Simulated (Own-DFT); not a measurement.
# More of the guest, more pressure: Ge in Si

Everything here is calculated. The program is Own-DFT (plane waves, in-house, since retired, never reviewed by a person); positions were held fixed, and spin and spin-orbit coupling were off.

All runs used: PBE; PseudoDojo norm-conserving scalar-relativistic files; cutoff 42 hartree; 3 x 3 x 2 k mesh centred on Gamma; Fermi-Dirac smearing of 0.1 eV.

Caveats: forces on such cells moved up to 12 meV/angstrom on a denser k mesh; stress not checked against mesh or cutoff.

One cell of 96 atoms is used throughout, with vectors in Å (10.862, 0.000, 0.000); (0.000, 10.862, 0.000); (0.000, 0.000, 16.293). Some planes normal to z hold Ge in place of Si, either as pure planes or mixed at random through a layer; x is the share of Ge among all Ge and Si sites. u is the rms random offset of the atoms per axis. Stress is positive in tension.

```
    x        layer   u (Å)  (s_xx + s_yy)/2 (GPa)  s_zz (GPa)
0.125  mixed layer  0.0298                  -3.80       -3.86
0.125  mixed layer  0.0303                  -3.74       -3.76
0.167  pure planes  0.0304                  -4.39       -4.34
0.167  pure planes  0.0312                  -4.40       -4.34
0.188  mixed layer  0.0284                  -4.60       -4.63
0.188  mixed layer  0.0296                  -4.66       -4.61
0.250  mixed layer  0.0603                      ?           ?
0.500  pure planes  0.0302                  -9.22       -9.20
0.500  pure planes  0.0289                  -9.20       -9.19
```

## Worked fit

In the plane: -1.46 - 14.6 x - 528 u² GPa (slope in x ± 0.1, scatter 0.03). Along z: -1.88 - 14.5 x - 68 u² GPa (± 0.1, scatter 0.05). The two slopes nearly agree: every atom sits on the host's lattice on all three axes, so the larger Ge atoms are squeezed alike in all directions, and the layering hardly shows. The constants are the stress of this functional at the host's measured lattice. A real film keeps the in-plane spacing but grows in height until s_zz vanishes, which relieves part of the in-plane stress too.

## Prediction

Q: what are the two stresses at x = 0.250?

The fitted form gives -7.0 and -5.8 GPa. Computed: -6.11 and -6.01 GPa. This run lies off the fit, by chance or by something that the fit leaves out.
